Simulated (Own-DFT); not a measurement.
Simulation results for GaAs (zincblende with one plane slipped along a stacking-fault path, atoms displaced)

All values are calculated (Own-DFT development build). A calculation, not a measurement: plane-wave PBE density functional theory by an unreviewed code, no spin, of a simulated periodic cell, stress positive in tension, free energy of the whole cell less one offset for each atom, forces on such cells passed a denser k mesh, this cell's mesh not checked; offsets are fitted by least squares, one for each functional and potential file, so energies compare only between cells with the same atoms and settings and are not formation energies; the far tail of each file's local potential was reset to the Coulomb form; each entry is a single point on an unrelaxed cell, so the pressure reflects the starting lattice, mostly measured values (interpolated for alloys), from which strain is counted, and rises with the displacements; printed positions are rounded, which can move forces by about a meV/angstrom; the program, named Own-DFT, is a retired in-house code; no spin-orbit coupling.

```cif
# cell vector a (Å): 5.6533 -5.6533 0.0000
# cell vector b (Å): 0.0000 5.6533 -5.6533
# cell vector c (Å): 11.7777 11.7777 10.3644
data_GaAs
_symmetry_space_group_name_H-M 'P 1'
_symmetry_Int_Tables_number 1
_cell_length_a 7.9950
_cell_length_b 7.9950
_cell_length_c 19.6176
_cell_angle_alpha 87.080
_cell_angle_beta 90.000
_cell_angle_gamma 120.000
_cell_volume 1084.07
loop_
_atom_site_label
_atom_site_type_symbol
_atom_site_fract_x
_atom_site_fract_y
_atom_site_fract_z
_atom_site_occupancy
Ga1 Ga 0.99387 0.00157 0.99496 1
As1 As 0.99850 0.99090 0.12344 1
Ga2 Ga 0.14665 0.30843 0.16330 1
As2 As 0.15485 0.28800 0.28864 1
Ga3 Ga 0.31577 0.12222 0.33138 1
As3 As 0.30665 0.10345 0.45820 1
Ga4 Ga 0.04368 0.08608 0.49802 1
As4 As 0.03127 0.06959 0.62276 1
Ga5 Ga 0.19271 0.39714 0.66627 1
As5 As 0.18365 0.37283 0.79243 1
Ga6 Ga 0.34354 0.19785 0.83192 1
As6 As 0.34508 0.18439 0.95355 1
Ga7 Ga 0.98815 0.48731 0.00140 1
As7 As 0.00514 0.49163 0.12288 1
Ga8 Ga 0.15406 0.80691 0.16724 1
As8 As 0.14527 0.78785 0.28965 1
Ga9 Ga 0.30611 0.61372 0.33463 1
As9 As 0.31211 0.61522 0.46277 1
Ga10 Ga 0.04125 0.57825 0.50328 1
As10 As 0.04583 0.57271 0.62537 1
Ga11 Ga 0.17471 0.88703 0.66224 1
As11 As 0.19117 0.86964 0.79503 1
Ga12 Ga 0.34147 0.69543 0.83490 1
As12 As 0.32441 0.66239 0.96080 1
Ga13 Ga 0.50890 0.00836 0.00026 1
As13 As 0.48923 0.98321 0.12180 1
Ga14 Ga 0.65396 0.30386 0.16729 1
As14 As 0.63852 0.27565 0.29426 1
Ga15 Ga 0.81001 0.10631 0.33197 1
As15 As 0.79204 0.08684 0.45478 1
Ga16 Ga 0.53638 0.08033 0.50357 1
As16 As 0.53442 0.06720 0.62143 1
Ga17 Ga 0.69483 0.38121 0.66332 1
As17 As 0.68633 0.37062 0.79363 1
Ga18 Ga 0.83297 0.19912 0.83826 1
As18 As 0.84985 0.18146 0.95858 1
Ga19 Ga 0.50190 0.50270 0.99689 1
As19 As 0.49329 0.48350 0.11847 1
Ga20 Ga 0.64895 0.80053 0.16653 1
As20 As 0.65562 0.79366 0.28953 1
Ga21 Ga 0.80019 0.59677 0.33155 1
As21 As 0.80643 0.60700 0.45736 1
Ga22 Ga 0.55769 0.59526 0.50208 1
As22 As 0.53010 0.56751 0.62285 1
Ga23 Ga 0.71274 0.90357 0.66363 1
As23 As 0.69106 0.87066 0.78883 1
Ga24 Ga 0.84565 0.68280 0.82721 1
As24 As 0.83096 0.67890 0.95774 1
_calc_functional 'PBE'
_calc_potential_files 'PseudoDojo norm-conserving, scalar-relativistic, standard set'
_calc_wave_cutoff 42  # hartree
_calc_occupations 'Fermi-Dirac'
_calc_smearing_width 0.1  # eV
_calc_k_mesh '4 x 4 x 2 centred on Gamma'
_calc_free_energy_of_cell_above_offsets '-11.970'  # eV
_calc_pressure 5.88  # GPa
_calc_stress_xx -6.65  # GPa
_calc_stress_yy -6.65  # GPa
_calc_stress_zz -4.34  # GPa
_calc_stress_yz 0.23  # GPa
_calc_stress_xz -0.79  # GPa
_calc_stress_xy 1.43  # GPa
```

Force:
```tsv
element	x (eV/Å)	y (eV/Å)	z (eV/Å)
Ga	1.468	-0.429	0.372
As	-0.857	-0.321	0.567
Ga	0.97	-0.475	-0.148
As	-0.35	0.766	-0.158
Ga	-0.367	0.363	1.136
As	-2.296	-0.863	-2.243
Ga	1.032	1.197	1.277
As	0.301	-0.188	-0.848
Ga	0.809	-0.342	0.483
As	-0.662	0.145	0.128
Ga	0.027	-0.141	-0.229
As	0.037	0.198	1.003
Ga	0.205	0.741	-1.215
As	-0.754	0.859	0.697
Ga	-0.039	0.063	-0.707
As	0.203	0.385	0.434
Ga	0.427	-0.151	-0.131
As	-1.545	-1.38	-2.115
Ga	0.587	0.858	1.582
As	-1.16	0.484	0.579
Ga	1.893	0.173	0.005
As	-1.234	-0.121	-0.845
Ga	0.838	-0.731	0.115
As	0.301	0.148	-0.964
Ga	-0.831	-0.387	-0.029
As	0.604	0.17	0.561
Ga	0.071	0.009	-0.537
As	0.134	-1.066	-0.608
Ga	0.5	0.009	-0.584
As	-1.273	-0.658	-1.119
Ga	1.76	-0.425	1.011
As	0.186	0.583	1.467
Ga	0.583	0.783	-0.625
As	-1.696	-0.708	0.062
Ga	0.177	-1.66	-0.028
As	-1.038	0.458	0.566
Ga	-0.275	0.108	-0.084
As	0.482	0.484	0.994
Ga	-0.031	-0.319	-0.739
As	-0.634	-0.05	1.129
Ga	0.57	0.397	-0.692
As	-0.68	-2.292	-1.995
Ga	0.438	1.635	1.625
As	0.958	0.136	0.558
Ga	-0.903	0.761	0.839
As	-0.042	0.672	0.166
Ga	1.18	1.345	-0.7
As	-0.072	-1.225	-0.016
```
